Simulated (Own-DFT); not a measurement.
## Calculated data, Hf₁₆O₃₁ (monoclinic hafnia with two neutral oxygen vacancies, strained, atoms displaced)

Computed with Own-DFT development build. A calculation, not a measurement: plane-wave PBE and HSE06 DFT by an unreviewed code, no spin, of a simulated cell at Gamma alone, so results move with cell size and shape, stress positive in tension, energies less offsets, not probed for a lower state with spin; hafnium file: forces about 75 meV/angstrom off all-electron values; oxygen file: force components 24 meV/angstrom off all-electron in a glass; k mesh not checked against a denser one; forces and stress are PBE's, HSE06 gives the energy alone, and its difference from PBE has offsets of its own; offsets are fitted by least squares, one for each functional and potential file, so energies compare only between cells with the same atoms and settings and are not formation energies; the far tail of each file's local potential was reset to the Coulomb form; each entry is a single point on an unrelaxed cell, so the pressure reflects the starting lattice, mostly measured values, from which strain is counted, and rises with the displacements; printed positions are rounded, which can move forces by about a meV/angstrom; the program is a retired in-house code; no spin-orbit coupling.

Entry: Hf₁₆O₃₁ (monoclinic hafnia with two neutral oxygen vacancies, strained, atoms displaced)

```
Hf16O31
1.0
     10.1684     0.1903    -0.1723
      0.1925    10.5503     0.0811
     -1.8605     0.0503    10.2670
Hf O Hf O Hf O Hf O Hf O Hf O Hf O Hf O
4 8 4 8 4 7 4 8 4 8 4 7 4 8 4 8
Direct
  0.14884 0.01828 0.10563
  0.35721 0.27639 0.15091
  0.36122 0.47530 0.40410
  0.13546 0.22779 0.36018
  0.04862 0.16560 0.17375
  0.46772 0.41208 0.08085
  0.45786 0.33256 0.32551
  0.02967 0.08395 0.42172
  0.22508 0.36958 0.24265
  0.27345 0.12750 0.01558
  0.28343 0.12085 0.26593
  0.22474 0.37407 0.48428
  0.13082 0.01832 0.59839
  0.35801 0.27090 0.64896
  0.36223 0.49123 0.89520
  0.13642 0.22602 0.85360
  0.03208 0.16697 0.67616
  0.46166 0.41507 0.58105
  0.47184 0.33304 0.82553
  0.03044 0.08826 0.92079
  0.22298 0.38439 0.73610
  0.27111 0.12858 0.51293
  0.27929 0.11719 0.76423
  0.22671 0.36761 0.98672
  0.14191 0.52062 0.10149
  0.35963 0.76728 0.15081
  0.36915 0.97578 0.39045
  0.13552 0.72999 0.35383
  0.03330 0.66783 0.16707
  0.46165 0.83342 0.32520
  0.03030 0.58342 0.41441
  0.22590 0.87866 0.23772
  0.27768 0.63192 0.00308
  0.27229 0.62137 0.26392
  0.21587 0.87093 0.49177
  0.14528 0.52644 0.60665
  0.36275 0.77171 0.64540
  0.36648 0.98918 0.89439
  0.14371 0.72537 0.85463
  0.04066 0.67293 0.67430
  0.46166 0.92160 0.57220
  0.46455 0.84042 0.82702
  0.03903 0.57706 0.93140
  0.23204 0.87685 0.74814
  0.29294 0.63050 0.51231
  0.27384 0.62264 0.76194
  0.21923 0.86909 0.98521
  0.64341 0.02655 0.10492
  0.86641 0.27276 0.14457
  0.85647 0.48186 0.39547
  0.63538 0.23175 0.35489
  0.53758 0.16247 0.17916
  0.97097 0.41733 0.07745
  0.96645 0.32959 0.32524
  0.54592 0.08470 0.42106
  0.72057 0.37526 0.24355
  0.77461 0.12674 0.01714
  0.77978 0.11791 0.25693
  0.72771 0.36398 0.49565
  0.62881 0.02144 0.60534
  0.86776 0.27167 0.64809
  0.86293 0.48019 0.89063
  0.63610 0.22989 0.85097
  0.54307 0.16605 0.67916
  0.95394 0.42122 0.57948
  0.96959 0.32843 0.82764
  0.71803 0.38221 0.73595
  0.78334 0.13034 0.51661
  0.78147 0.11910 0.76178
  0.72692 0.37164 0.99339
  0.63436 0.52491 0.11045
  0.86551 0.77083 0.14416
  0.85620 0.98228 0.39199
  0.63828 0.72304 0.35978
  0.53062 0.66432 0.16891
  0.96342 0.91867 0.07995
  0.96105 0.83949 0.32315
  0.53108 0.57961 0.42406
  0.72202 0.87000 0.24673
  0.77481 0.62867 0.00199
  0.77213 0.62934 0.25418
  0.72968 0.87795 0.48882
  0.64395 0.51840 0.59624
  0.86762 0.77437 0.64713
  0.86859 0.98072 0.90639
  0.64173 0.73258 0.85135
  0.53490 0.66025 0.67824
  0.95393 0.90622 0.56963
  0.95047 0.83156 0.82337
  0.55455 0.57990 0.92292
  0.71783 0.87155 0.73630
  0.77425 0.63487 0.50562
  0.77669 0.62445 0.75236
  0.72252 0.87002 0.99525
```

```
first functional                 : PBE
second functional                : HSE06
exact exchange share             : 0.25
screening                        : 0.11 1/bohr
exchange divergence              : Gygi-Baldereschi
potential files                  : PseudoDojo norm-conserving, scalar-relativistic, made for PBE, standard set
wave cutoff                      : 48 hartree
occupations                      : fixed
k mesh                           : 1 x 1 x 1 centred on Gamma
PBE energy of cell above offsets : -85.682 eV
HSE06 less PBE above offsets     : 0.497 eV
PBE pressure                     : 7.74 GPa
PBE stress xx                    : -9.39 GPa
PBE stress yy                    : -1.35 GPa
PBE stress zz                    : -12.48 GPa
PBE stress yz                    : 1.64 GPa
PBE stress xz                    : -4.79 GPa
PBE stress xy                    : 5.42 GPa
```

Force:
```tsv
element	x (eV/Å)	y (eV/Å)	z (eV/Å)
Hf	-0.547	0.804	-0.361
Hf	0.677	-1.798	-1.647
Hf	-0.212	0.053	-1.534
Hf	1.367	-0.66	-1.113
O	-1.327	0.392	-0.334
O	-0.027	1.148	-0.288
O	1.408	0.248	1.434
O	0.182	-0.055	0.179
O	-1.038	1.452	-0.23
O	0.404	0.117	-0.569
O	0.059	-0.167	-0.028
O	-0.818	-0.058	1.266
Hf	0.035	-0.603	0.715
Hf	0.693	-0.046	-0.448
Hf	2.211	-2.859	1.162
Hf	0.948	-0.367	1.493
O	1.877	-1.311	-0.871
O	0.657	-0.266	0.49
O	-1.999	1.041	0.313
O	0.436	-0.461	0.394
O	0.133	-0.212	0.382
O	0.149	0.041	0.734
O	-0.149	1.585	-1.203
O	0.141	1.043	-0.156
Hf	-0.654	-1.02	1.553
Hf	-0.366	0.977	-1.534
Hf	-1.021	1.521	-0.119
Hf	-0.265	0.11	-0.047
O	0.948	-0.297	0.324
O	1.29	-1.187	0.3
O	0.576	0.034	0.868
O	-0.698	-0.531	0.939
O	0.473	-0.841	1.05
O	0.396	-0.291	-0.609
O	0.544	-0.159	-0.401
Hf	-1.453	-0.264	-1.538
Hf	0.467	0.956	0.403
Hf	0.036	-1.952	1.825
Hf	-1.646	2.394	0.492
O	0.627	-1.351	-0.713
O	-0.411	-0.883	0.922
O	0.801	-0.411	0.287
O	-0.05	1.167	-2.59
O	-1.32	0.052	-1.344
O	-2.03	-0.222	0.231
O	0.966	0.153	-1.014
O	0.706	0.098	0.676
Hf	-0.481	-1.406	0.104
Hf	-0.154	-0.226	-0.398
Hf	1.042	-0.959	-0.256
Hf	1.44	-0.678	0.224
O	-0.822	0.372	-0.756
O	-0.113	-0.227	0.311
O	-1.05	1.264	0.764
O	-1.715	-0.868	-0.15
O	0.365	0.797	0.195
O	-0.201	0.403	-0.789
O	0.009	1.122	0.152
O	-0.75	1.407	-1.281
Hf	3.369	-0.712	0.618
Hf	-2.65	-0.695	-0.429
Hf	-1.203	-0.035	0.978
Hf	2.088	-0.399	1.842
O	-2.288	0.673	-1.07
O	2.128	1.312	0.134
O	-0.979	1.428	0.596
O	0.763	-0.344	0.873
O	-0.428	-0.101	-0.685
O	-0.272	0.147	0.376
O	0.563	-0.154	-0.443
Hf	1.485	-1.389	-1.778
Hf	-2.074	0.491	-0.465
Hf	-1.082	-0.962	0.334
Hf	0.733	2.531	-1.051
O	-0.851	0.849	0.751
O	1.346	0.184	0.913
O	1.598	-0.848	0.216
O	0.376	0.359	-1.035
O	-0.76	1.081	-0.986
O	1.164	0.082	1.082
O	0.27	-1.457	0.835
O	-1.889	-1.062	-0.232
Hf	-0.749	0.423	2.3
Hf	-3.069	-0.147	-0.727
Hf	-1.473	0.057	-2.069
Hf	0.682	0.188	0.357
O	-0.681	0.241	-0.913
O	3.708	2.322	0.795
O	2.366	-0.299	1.732
O	-3.349	-0.884	-0.596
O	-0.584	0.829	-0.079
O	0.265	-1.264	0.142
O	0.665	-1.046	0.168
O	0.068	0.494	-0.347
```
